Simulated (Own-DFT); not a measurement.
## Calculated data, AlGa3N4 (wurtzite random alloy, strained, atoms displaced)

Computed with Own-DFT development build. A calculation, not a measurement: plane-wave PBE density functional theory by an unreviewed code, no spin, of a simulated periodic cell, stress positive in tension, free energy of the whole cell less one offset for each atom, forces on such cells passed a denser k mesh, this cell's mesh not checked; offsets are fitted by least squares, one for each functional and potential file, so energies compare only between cells with the same atoms and settings and are not formation energies; the far tail of each file's local potential was reset to the Coulomb form; each entry is a single point on an unrelaxed cell, so the pressure reflects the starting lattice, mostly measured values, from which strain is counted, and rises with the displacements; printed positions are rounded, which can move forces by about a meV/angstrom; the program is a retired in-house code; no spin-orbit coupling.

Settings shared by all entries: functional PBE; potential files PseudoDojo norm-conserving, scalar-relativistic, standard set; wave cutoff 42 hartree; occupations Fermi-Dirac; smearing width 0.1 eV; k mesh 4 x 4 x 3 centred on Gamma.

(1) AlGa3N4 (wurtzite random alloy, strained, atoms displaced)

```
cell vectors (Å)
   9.5806     0.0000     0.0000
  -4.7903     8.2970     0.0000
   0.0000     0.0000    10.2685
atoms (fractions of the cell vectors)
Ga  0.10966  0.21937  0.99077
Ga  0.22224  0.10997  0.25388
N   0.12365  0.21906  0.18948
N   0.22202  0.11497  0.43504
Ga  0.11615  0.22606  0.49678
Ga  0.21959  0.09961  0.74591
N   0.11539  0.22765  0.68926
N   0.21672  0.10988  0.93830
Ga  0.11656  0.55385  0.99797
Ga  0.21695  0.44376  0.24383
N   0.10566  0.55289  0.19679
N   0.22430  0.44553  0.43564
Ga  0.11195  0.55455  0.49437
Ga  0.21638  0.44637  0.75800
N   0.10917  0.55274  0.68197
N   0.21001  0.43981  0.93986
Ga  0.11550  0.89373  0.99643
Ga  0.22130  0.77215  0.24545
N   0.10979  0.88615  0.19356
N   0.21934  0.76190  0.43180
Al  0.11356  0.89155  0.50192
Ga  0.22567  0.77779  0.75966
N   0.11682  0.89575  0.68174
N   0.22421  0.77904  0.93576
Al  0.43712  0.22341  0.99571
Al  0.54980  0.11164  0.24914
N   0.45181  0.23249  0.18271
N   0.56349  0.11592  0.43250
Al  0.44120  0.22243  0.50242
Al  0.55601  0.09884  0.75561
N   0.43500  0.22043  0.69026
N   0.55390  0.10545  0.94170
Ga  0.44520  0.56000  0.00660
Al  0.54958  0.43135  0.25299
N   0.45025  0.55953  0.18607
N   0.55026  0.43700  0.44334
Al  0.44204  0.55672  0.49817
Ga  0.55476  0.43864  0.75501
N   0.45315  0.55484  0.68864
N   0.55973  0.44936  0.93724
Ga  0.45324  0.89180  0.00491
Ga  0.56194  0.78445  0.24755
N   0.44353  0.88279  0.19707
N   0.56611  0.78066  0.44639
Ga  0.43786  0.88826  0.49525
Ga  0.56357  0.77657  0.75213
N   0.45165  0.88091  0.69116
N   0.55926  0.77869  0.94251
Ga  0.78928  0.23225  0.99889
Al  0.88760  0.11185  0.25594
N   0.77793  0.21511  0.18694
N   0.88777  0.11786  0.43383
Al  0.77920  0.23098  0.50337
Ga  0.88742  0.11002  0.77016
N   0.77570  0.21708  0.68811
N   0.90085  0.11797  0.94599
Ga  0.78415  0.55263  0.99974
Ga  0.89194  0.44792  0.24904
N   0.76647  0.55606  0.19210
N   0.89492  0.44986  0.43616
Ga  0.77637  0.55721  0.49823
Ga  0.87955  0.43008  0.74318
N   0.76815  0.55392  0.68362
N   0.88107  0.43752  0.93684
Ga  0.77045  0.88526  0.00296
Ga  0.90501  0.78456  0.24601
N   0.77858  0.88880  0.20009
N   0.89025  0.78202  0.43580
Ga  0.77420  0.88466  0.49598
Ga  0.89688  0.78251  0.75939
N   0.76928  0.88731  0.68946
N   0.88706  0.76857  0.93147
```

| Property | Result |
| --- | --- |
| free energy of cell above offsets | 7.688 eV |
| pressure | 4.78 GPa |
| stress xx | -2.93 GPa |
| stress yy | -3.61 GPa |
| stress zz | -7.8 GPa |
| stress yz | 0.13 GPa |
| stress xz | 0.16 GPa |
| stress xy | -0.74 GPa |

Force:
```csv
element,x (eV/Å),y (eV/Å),z (eV/Å)
Ga,1.574,0.898,2.548
Ga,0.96,0.155,-0.982
N,-2.922,0.266,-0.782
N,1.625,-1.279,1.835
Ga,-1.343,-0.135,0.645
Ga,-1.09,2.566,0.477
N,-0.425,-1.002,0.592
N,1.617,0.247,-0.308
Ga,-2.222,0.602,0.867
Ga,1.642,-0.428,0.751
N,0.632,0.261,-2.41
N,0.773,0.484,-0.016
Ga,0.363,-0.994,0.77
Ga,1.489,0.142,-2.46
N,-0.542,0.484,1.37
N,1.97,0.455,0.63
Ga,-0.424,-0.895,0.876
Ga,-0.123,0.454,0.523
N,2.295,1.2,-1.904
N,-1.309,3.183,0.806
Al,-0.278,-0.682,-1.518
Ga,0.266,-0.422,-3.448
N,0.253,-2.334,0.272
N,0.233,-0.144,2.536
Al,1.113,0.429,0.089
Al,1.06,0.29,-0.551
N,0.291,-2.26,-0.176
N,-1.339,0.349,0.894
Al,0.511,-0.124,-0.032
Al,-0.803,0.582,-0.922
N,2.52,-1.048,-0.505
N,-0.592,1.354,-0.617
Ga,0.549,-0.903,-1.432
Al,-0.462,2.467,0.362
N,-0.131,-0.822,1.799
N,-0.754,0.181,-1.138
Al,0.701,-0.045,0.589
Ga,-0.604,0.491,-1.218
N,-1.63,-0.173,-0.272
N,-0.521,-1.345,1.391
Ga,-0.661,-0.381,0.115
Ga,0.29,-1.493,1.718
N,-0.803,1.812,-0.97
N,-2.795,-1.853,-1.421
Ga,1.47,-0.044,0.521
Ga,-0.834,-1.552,-0.306
N,-1.869,1.322,-0.037
N,-0.791,-0.201,-0.197
Ga,-0.949,-2.014,1.228
Al,0.683,0.085,-1.135
N,-0.567,0.181,0.619
N,-0.119,0.199,1.2
Al,0.821,-0.903,-1.136
Ga,0.6,-0.318,-4.518
N,-0.798,-1.248,0.068
N,-2.303,-1.911,0.845
Ga,-1.543,-0.085,0.736
Ga,-1.8,-1.199,0.113
N,1.231,-0.228,-0.237
N,-0.998,-1.282,0.774
Ga,-0.026,0.217,-0.379
Ga,-0.35,2.391,0.092
N,1.735,0.299,1.056
N,1.42,1.584,-0.712
Ga,1.773,0.488,1.007
Ga,-3.211,-1.889,1.243
N,0.975,1.39,-1.67
N,1.557,0.148,0.705
Ga,1.297,1.956,0.991
Ga,-1.075,-0.71,-4.245
N,2.7,1.429,0.457
N,0.016,1.307,3.548
```

(2) AlGa3N4 (wurtzite random alloy, strained, atoms displaced)

```
cell vectors (Å)
   9.5806     0.0000     0.0000
  -4.7903     8.2970     0.0000
   0.0000     0.0000    10.2685
atoms (fractions of the cell vectors)
Al  0.11533  0.22517  0.00189
Al  0.22195  0.11105  0.25287
N   0.11368  0.22636  0.19497
N   0.21254  0.10904  0.44253
Ga  0.11269  0.22955  0.49940
Ga  0.23054  0.11310  0.74889
N   0.11535  0.22521  0.68614
N   0.22739  0.11698  0.94164
Al  0.11355  0.56397  0.00353
Ga  0.23216  0.44885  0.24740
N   0.12103  0.56505  0.18554
N   0.21535  0.44197  0.44766
Ga  0.10189  0.54411  0.50377
Ga  0.22633  0.44095  0.75152
N   0.11720  0.55732  0.69400
N   0.22213  0.44379  0.93907
Ga  0.10780  0.88694  0.99304
Al  0.22281  0.77964  0.24488
N   0.11358  0.89455  0.19409
N   0.22330  0.77559  0.43758
Ga  0.10549  0.89408  0.49890
Ga  0.23414  0.78587  0.75037
N   0.11587  0.89089  0.68533
N   0.21420  0.77759  0.94247
Ga  0.44439  0.21561  0.00525
Al  0.55811  0.11537  0.24532
N   0.44021  0.22706  0.18902
N   0.55381  0.11092  0.43853
Ga  0.45295  0.23137  0.50276
Ga  0.55518  0.11050  0.75561
N   0.45231  0.21616  0.69117
N   0.55700  0.11243  0.94549
Ga  0.43783  0.55318  0.00169
Al  0.56209  0.45609  0.24660
N   0.43726  0.54306  0.19004
N   0.55113  0.44587  0.44397
Ga  0.45089  0.55544  0.48625
Ga  0.54572  0.44605  0.74466
N   0.44353  0.55888  0.68998
N   0.56550  0.44462  0.93748
Ga  0.44917  0.89018  0.99596
Ga  0.55354  0.78590  0.25091
N   0.43465  0.88332  0.19487
N   0.55593  0.77063  0.44078
Ga  0.44967  0.89227  0.49345
Ga  0.55814  0.78648  0.75877
N   0.44018  0.88307  0.69064
N   0.55380  0.78251  0.94581
Ga  0.77289  0.21708  0.00225
Al  0.87874  0.10336  0.25050
N   0.77923  0.22377  0.19000
N   0.88774  0.11492  0.43574
Al  0.77435  0.22084  0.50447
Ga  0.89144  0.11744  0.74757
N   0.77457  0.21604  0.69066
N   0.87638  0.10617  0.93530
Ga  0.77527  0.55120  0.00674
Ga  0.88520  0.44727  0.25463
N   0.78886  0.54486  0.19212
N   0.88624  0.44159  0.43581
Ga  0.78098  0.55407  0.49698
Ga  0.89008  0.44567  0.73824
N   0.76792  0.54686  0.69277
N   0.88013  0.43416  0.95244
Ga  0.77579  0.89365  0.99202
Ga  0.88783  0.77398  0.24816
N   0.77378  0.88370  0.18333
N   0.88897  0.76874  0.44129
Al  0.77574  0.88972  0.50258
Ga  0.88305  0.78346  0.75738
N   0.78644  0.89509  0.68198
N   0.90019  0.77399  0.93790
```

| Quantity | Value |
| --- | --- |
| free energy of cell above offsets | 7.256 eV |
| pressure | 4.49 GPa |
| stress xx | -4.87 GPa |
| stress yy | -3.42 GPa |
| stress zz | -5.19 GPa |
| stress yz | 0.9 GPa |
| stress xz | -0.54 GPa |
| stress xy | 0.92 GPa |

Force:
```csv
element,x (eV/Å),y (eV/Å),z (eV/Å)
Al,-0.521,-0.259,0.388
Al,-0.483,0.39,0.13
N,-0.511,-1.657,-1.125
N,1.248,1.307,-1.21
Ga,-0.017,-1.445,-0.202
Ga,-0.714,-0.378,-0.089
N,0.029,-0.55,0.886
N,-1.085,-0.236,-0.278
Al,-0.503,-1.698,-0.638
Ga,-2.958,-1.011,1.327
N,-0.375,-0.333,0.419
N,1.327,1.174,-1.766
Ga,0.453,2.25,-0.175
Ga,-0.691,0.597,-0.288
N,-0.578,-0.255,-0.157
N,-1.104,-0.224,0.899
Ga,0.782,1.781,1.816
Al,-0.94,-0.4,1.428
N,0.371,-0.234,-0.564
N,-0.417,-0.043,-0.529
Ga,1.746,-0.997,0.046
Ga,-2.348,-1.458,0.064
N,-0.618,-0.24,1.211
N,1.999,-0.326,-0.427
Ga,-0.627,1.399,-0.568
Al,-0.618,-0.189,0.583
N,1.119,-0.028,1.786
N,0.961,1.114,-0.807
Ga,-0.865,-1.904,-0.303
Ga,0.728,-0.499,-0.113
N,-1.492,1.165,-0.345
N,-0.309,-0.951,-0.638
Ga,1.363,-0.326,-0.485
Al,0.557,-1.77,0.409
N,2.259,2.46,-0.068
N,2.193,-0.381,-2.478
Ga,-2.783,-0.068,2.531
Ga,1.446,-0.503,1.045
N,0.103,0.767,-0.544
N,-2.088,-0.18,0.436
Ga,-2.203,0.1,1.488
Ga,0.668,-1.132,-0.219
N,0.577,2.048,-0.868
N,0.548,2.134,-0.404
Ga,-1.111,-1.164,0.692
Ga,0.501,-1.028,-1.647
N,1.689,1.722,-0.496
N,0.951,-1.329,-0.64
Ga,0.518,0.924,0.293
Al,0.98,1.207,-0.234
N,-0.217,-1.454,0.957
N,-0.935,-1.235,0.534
Al,0.164,-0.322,-1.052
Ga,0.902,-0.278,-0.013
N,-0.344,0.723,-1.248
N,2.187,1.226,0.316
Ga,0.933,-0.006,-1.267
Ga,4.404,-1.766,-0.453
N,-5.418,2.401,-0.366
N,-0.093,-1.374,1.786
Ga,-0.654,-0.114,1.346
Ga,-0.141,0.04,2.405
N,0.434,1.281,-0.946
N,1.597,1.756,-1.616
Ga,1.412,-1.019,1.092
Ga,0.415,0.443,0.333
N,-0.041,0.688,0.673
N,-2.07,1.394,-0.557
Al,0.791,-0.076,-1.263
Ga,1.873,-1.101,-1.827
N,-1.277,-0.206,0.891
N,-3.079,-0.344,0.704
```

(3) AlGa3N4 (wurtzite random alloy, strained, atoms displaced)

```
cell vectors (Å)
   9.5806     0.0000     0.0000
  -4.7903     8.2970     0.0000
   0.0000     0.0000    10.2685
atoms (fractions of the cell vectors)
Ga  0.10011  0.21398  0.00543
Al  0.22770  0.11247  0.24772
N   0.10947  0.22250  0.19459
N   0.21704  0.11077  0.44031
Al  0.11451  0.22618  0.49695
Ga  0.22355  0.10536  0.74834
N   0.11234  0.23276  0.68969
N   0.21310  0.09952  0.94007
Ga  0.10341  0.54857  0.99243
Al  0.21117  0.43386  0.24070
N   0.11217  0.56011  0.19380
N   0.23209  0.44820  0.43317
Ga  0.10394  0.56578  0.51004
Ga  0.22282  0.44152  0.75018
N   0.10706  0.55427  0.69085
N   0.21908  0.44179  0.93855
Al  0.11065  0.89813  0.99628
Ga  0.22610  0.77561  0.24049
N   0.09791  0.88565  0.17921
N   0.21602  0.78409  0.43832
Al  0.11529  0.88474  0.49467
Ga  0.22660  0.77303  0.75097
N   0.10610  0.89595  0.69153
N   0.21880  0.77028  0.93703
Ga  0.43499  0.22137  0.99251
Ga  0.55488  0.10488  0.25693
N   0.44606  0.21098  0.18932
N   0.55436  0.11018  0.43215
Ga  0.43882  0.22229  0.50403
Ga  0.56823  0.12477  0.74934
N   0.45213  0.22676  0.69007
N   0.55274  0.11017  0.93353
Al  0.45240  0.56205  0.99437
Al  0.54252  0.43247  0.25487
N   0.44368  0.55771  0.19350
N   0.55628  0.43895  0.44763
Ga  0.44611  0.55727  0.49960
Ga  0.55443  0.44428  0.73717
N   0.44715  0.55390  0.68679
N   0.54854  0.44135  0.94748
Ga  0.44371  0.90148  0.00403
Ga  0.55248  0.77433  0.24600
N   0.44167  0.88544  0.18730
N   0.55453  0.78245  0.45063
Al  0.44873  0.89241  0.50078
Ga  0.55921  0.78422  0.74492
N   0.44178  0.88912  0.68125
N   0.55621  0.78016  0.95144
Ga  0.77091  0.21121  0.00283
Al  0.88709  0.10188  0.24008
N   0.77776  0.22427  0.18401
N   0.89787  0.11026  0.43833
Ga  0.77929  0.21978  0.50398
Ga  0.89018  0.12114  0.74332
N   0.78044  0.21878  0.69013
N   0.89061  0.12373  0.94136
Ga  0.77704  0.55897  0.99293
Ga  0.89130  0.44188  0.24765
N   0.77485  0.55095  0.18256
N   0.88565  0.44067  0.43652
Ga  0.76796  0.54616  0.49884
Ga  0.89004  0.43845  0.74984
N   0.77732  0.55083  0.69574
N   0.89023  0.44446  0.94171
Ga  0.77829  0.88220  0.99796
Ga  0.89393  0.77998  0.24262
N   0.77266  0.88696  0.18904
N   0.88513  0.76980  0.43741
Ga  0.77934  0.88732  0.50143
Ga  0.88827  0.77579  0.75464
N   0.78499  0.89466  0.68192
N   0.89164  0.78408  0.93938
```

| Item | Value |
| --- | --- |
| free energy of cell above offsets | 6.875 eV |
| pressure | 4.51 GPa |
| stress xx | -3.64 GPa |
| stress yy | -4.27 GPa |
| stress zz | -5.6 GPa |
| stress yz | -0.2 GPa |
| stress xz | 0.28 GPa |
| stress xy | -0.81 GPa |

Force:
```csv
element,x (eV/Å),y (eV/Å),z (eV/Å)
Ga,1.089,1.263,-0.757
Al,-0.557,-0.797,0.361
N,0.518,-1.318,-0.318
N,0.316,-0.573,-0.649
Al,-0.192,0.482,0.071
Ga,-0.905,1.49,0.11
N,0.995,-1.679,-1.401
N,-0.262,1.828,-0.477
Ga,0.991,0.782,1.452
Al,0.612,2.595,1.564
N,0.962,-1.759,-1.218
N,-1.549,-1.027,0.003
Ga,1.275,-0.886,-2.51
Ga,0.111,1.047,0.256
N,0.667,0.038,0.517
N,1.375,0.247,0.744
Al,0.822,-2.971,0.326
Ga,-1.649,0.367,1.192
N,2.648,2.255,-0.016
N,2.478,-0.167,-0.235
Al,-2.863,1.131,1.054
Ga,-1.077,1.033,-0.061
N,1.478,-1.801,-1.667
N,-0.824,1.636,0.754
Ga,0.969,-0.083,1.127
Ga,0.503,0.489,-2.205
N,-1.94,0.998,0.128
N,0.102,-0.467,3.396
Ga,0.434,-1.051,-0.907
Ga,-0.928,-1.965,-0.135
N,-0.672,-1.093,0.111
N,-0.293,0.763,0.409
Al,-1.277,-0.92,1.27
Al,1.088,1.144,-0.936
N,0.054,-2.22,-1.046
N,-1.432,-0.084,-2.017
Ga,-0.413,0.1,-0.609
Ga,0.173,0.474,2.148
N,-0.859,0.834,0.661
N,-0.14,0.854,-1.684
Ga,0.34,-1.883,-1.032
Ga,0.065,0.073,1.238
N,0.398,0.762,0.533
N,-0.075,0.055,-1.502
Al,-0.96,-0.199,-0.859
Ga,0.198,-0.254,0.637
N,0.395,0.747,0.658
N,-0.376,-0.146,-1.834
Ga,-1.138,1.736,-0.385
Al,-0.8,1.004,1.67
N,1.016,-1.571,1.577
N,-0.662,0.414,-0.895
Ga,0.316,-0.16,-1.845
Ga,2.312,-1.704,1.37
N,-1.252,1.151,-0.715
N,0.645,-2.382,-1.163
Ga,0.276,-0.915,0.963
Ga,-0.979,0.563,-0.171
N,-0.926,-0.233,1.164
N,0.116,-0.058,0.892
Ga,1.67,1.386,0.253
Ga,-0.693,0.68,0.926
N,0.279,0.358,-0.709
N,-1.301,-1.03,-0.946
Ga,-1.195,1.441,0.391
Ga,-1.646,-1.967,1.32
N,0.575,0.601,-0.139
N,0.787,0.652,0.19
Ga,0.505,0.105,-1.554
Ga,-0.243,0.342,-1.235
N,-0.432,-0.247,2.346
N,0.957,-0.306,0.05
```

(4) AlGa3N4 (wurtzite random alloy, strained, atoms displaced)

```
cell vectors (Å)
   9.5806     0.0000     0.0000
  -4.7903     8.2970     0.0000
   0.0000     0.0000    10.2685
atoms (fractions of the cell vectors)
Ga  0.10379  0.22116  0.99553
Ga  0.22665  0.11421  0.24570
N   0.10030  0.22474  0.19576
N   0.23095  0.11457  0.43220
Ga  0.10874  0.23107  0.49710
Ga  0.21288  0.10383  0.75080
N   0.12058  0.22972  0.68985
N   0.22331  0.10034  0.92939
Ga  0.11782  0.55344  0.00307
Ga  0.22788  0.44393  0.25351
N   0.10530  0.55273  0.18850
N   0.22399  0.44697  0.43391
Al  0.10840  0.55766  0.50125
Al  0.21680  0.44373  0.75938
N   0.10558  0.54909  0.69462
N   0.21734  0.44779  0.94444
Al  0.11193  0.89147  0.99963
Ga  0.20612  0.76477  0.25012
N   0.10788  0.89424  0.18232
N   0.22548  0.78252  0.43823
Ga  0.11824  0.88369  0.50329
Ga  0.21707  0.76989  0.75389
N   0.12043  0.88627  0.68560
N   0.22109  0.77792  0.93694
Ga  0.44572  0.22229  0.00479
Ga  0.56477  0.12483  0.24606
N   0.43792  0.23034  0.19037
N   0.55199  0.10330  0.43895
Al  0.44499  0.22290  0.49356
Ga  0.54879  0.10977  0.75206
N   0.44549  0.22803  0.68500
N   0.55306  0.11138  0.94241
Ga  0.44249  0.55948  0.99415
Al  0.55349  0.42922  0.25310
N   0.44757  0.55767  0.19209
N   0.55539  0.44892  0.44016
Ga  0.44999  0.55467  0.49596
Ga  0.55500  0.44054  0.74772
N   0.45018  0.55738  0.69033
N   0.55768  0.44429  0.93792
Ga  0.45126  0.90180  0.99900
Ga  0.55645  0.78586  0.25220
N   0.44109  0.88657  0.18833
N   0.55571  0.78027  0.44182
Ga  0.44926  0.88566  0.50463
Al  0.55311  0.77462  0.74677
N   0.44220  0.89393  0.68789
N   0.55679  0.78555  0.92900
Al  0.77322  0.21752  0.99801
Ga  0.88298  0.10481  0.25699
N   0.77555  0.21760  0.19362
N   0.88585  0.10680  0.43635
Al  0.77233  0.22432  0.50011
Ga  0.88297  0.09763  0.74555
N   0.76581  0.20903  0.69760
N   0.88975  0.11294  0.93264
Ga  0.77191  0.55158  0.00907
Al  0.90049  0.45266  0.24667
N   0.77457  0.55993  0.19535
N   0.88457  0.44887  0.44570
Ga  0.76902  0.54564  0.49459
Ga  0.89905  0.45052  0.74421
N   0.77964  0.57259  0.68279
N   0.88828  0.44667  0.94495
Ga  0.77368  0.88520  0.00678
Ga  0.88863  0.78107  0.24733
N   0.76760  0.88110  0.19001
N   0.89527  0.78221  0.44166
Ga  0.77598  0.88849  0.50344
Ga  0.88698  0.77006  0.74268
N   0.77988  0.88935  0.68765
N   0.89016  0.78211  0.93444
```

| Quantity | Value |
| --- | --- |
| free energy of cell above offsets | 7.065 eV |
| pressure | 4.43 GPa |
| stress xx | -3.06 GPa |
| stress yy | -3.61 GPa |
| stress zz | -6.63 GPa |
| stress yz | -1.04 GPa |
| stress xz | 0.65 GPa |
| stress xy | -0.7 GPa |

Force:
```csv
element,x (eV/Å),y (eV/Å),z (eV/Å)
Ga,0.974,-0.434,0.997
Ga,-2.057,-0.816,0.772
N,1.322,-0.487,-1.459
N,-0.51,0.146,1.157
Ga,1.343,-1.296,0.228
Ga,1.109,0.681,-1.696
N,-1.299,0.053,0.079
N,-0.675,0.966,2.725
Ga,-2.665,1.38,-0.12
Ga,-0.319,0.316,-1.432
N,0.73,-0.407,0.544
N,-1.186,1.083,1.982
Al,0.583,0.161,-0.128
Al,1.152,0.016,-1.276
N,2.595,0.619,-1.998
N,1.883,-1.163,-1.654
Al,-0.21,-1.022,-0.873
Ga,0.884,2.399,-0.215
N,0.625,-0.51,-0.134
N,0.889,-2.305,0.155
Ga,-1.492,1.486,-1
Ga,0.624,0.963,-0.328
N,-1.296,-0.078,0.783
N,-0.237,0.26,1.441
Ga,-0.855,0.274,-1.404
Ga,-1.288,-2.413,0.988
N,1.948,-0.628,-0.493
N,-0.065,2.207,0.059
Al,-0.051,-0.508,1.015
Ga,-0.603,0.33,-0.251
N,0.069,-1.113,-0.85
N,0.807,1.633,-0.002
Ga,0.869,0.305,0.983
Al,-1.156,3.773,0.086
N,0.72,-0.574,-0.308
N,0.583,-2.447,-1.529
Ga,-1.504,0.61,0.997
Ga,0.264,0.796,0.235
N,-1.915,0.115,0.322
N,-0.785,-0.202,0.316
Ga,-0.373,-2.529,0.384
Ga,-0.676,-1.402,0.058
N,-0.829,0.805,0.119
N,0.643,-0.647,-0.249
Ga,-1.249,0.443,-0.641
Al,0.083,0.744,-0.322
N,1.034,-1.706,1.023
N,0.018,-0.497,0.54
Al,0.643,0.902,-0.118
Ga,0.104,-0.055,-1.39
N,0.614,2.194,-1.582
N,-1.099,1.243,2.095
Al,0.398,-0.874,0.461
Ga,0.107,2.047,0.387
N,0.911,1.832,-2.078
N,-1.219,-0.307,1.274
Ga,0.58,1.071,-1.356
Al,-2.015,-1.473,0.635
N,0.904,-1.969,0.642
N,2.552,-1.45,-1.432
Ga,-0.252,2.703,0.791
Ga,-3.334,-1.864,1.674
N,0.869,-4.491,-0.452
N,0.292,-1.129,-0.297
Ga,0.325,0.284,-1.872
Ga,0.003,0.251,1.184
N,0.77,1.184,0.261
N,-0.431,-0.545,-0.582
Ga,0.918,-0.232,-0.695
Ga,0.193,3.194,1.554
N,-0.851,-1.629,0.243
N,0.564,-0.265,1.027
```
